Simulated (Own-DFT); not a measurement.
# What a defect does to the pressure of its cell: C11b WSi2

Calculated, not measured: single-point runs of Own-DFT, a retired in-house plane-wave DFT program that no person has reviewed, on unrelaxed cells, without spin or spin-orbit coupling.

Settings: PBEsol; PseudoDojo norm-conserving scalar-relativistic files, made for PBE; cutoff 50 hartree; 5 x 5 x 5 k mesh centred on Gamma; cold (Marzari-Vanderbilt) smearing of 0.2 eV.

Caveats: forces on such cells failed a check on a denser k mesh; stress not checked against mesh or cutoff.

All runs share one cell, with vectors in Å (-2.148, -5.953, 3.409); (-6.444, 2.976, 1.136); (-2.553, -2.948, -6.757) and a volume of 403.2 Å³. u is the rms random offset of the atoms per axis. The defect's site can differ from row to row.

| cell | formula | u (Å) | P (GPa) |
|---|---|---|---|
| no defect | Si20W10 | 0.0209 | 0.31 |
| no defect | Si20W10 | 0.0437 | 1.33 |
| no defect | Si20W10 | 0.0446 | 1.55 |
| one Si vacancy | Si19W10 | 0.0295 | -0.69 |
| one Si vacancy | Si19W10 | 0.0493 | 0.93 |
| one Si vacancy | Si19W10 | 0.0526 | 0.56 |
| one Si on a W site | Si21W9 | 0.0265 | 2.13 |
| one Si on a W site | Si21W9 | 0.0530 | 3.57 |
| one Si on a W site | Si21W9 | 0.0553 | 4.63 |
| one W on a Si site | Si19W11 | 0.0282 | ? |
| one W on a Si site | Si19W11 | 0.0380 | 5.74 |
| one W on a Si site | Si19W11 | 0.0459 | 6.35 |
| one W on a Si site | Si19W11 | 0.0533 | 6.67 |

## Working it out

P = P0 + c u² + a shift for each defect gives P0 = -0.12 GPa, c = 817 ± 109 GPa/Å² and a scatter of 0.31 GPa. The shifts, and each times the cell's volume:

- one W on a Si site: 4.63 ± 0.26 GPa, 11.7 eV
- one Si on a W site: 1.77 ± 0.26 GPa, 4.5 eV
- one Si vacancy: -1.27 ± 0.26 GPa, -3.2 eV

Against the defect-free cell, a freed cell would be larger where the shift is positive and smaller where it is negative (160.2 GPa Å³ is 1 eV). The atoms around the defects weren't relaxed, which would change these numbers.

## Test on the hidden row

The question: what pressure belongs in the blank (one W on a Si site, u = 0.0282 Å)?

The fitted form gives 5.16 ± 0.38 GPa. The run itself gave 5.35 GPa.
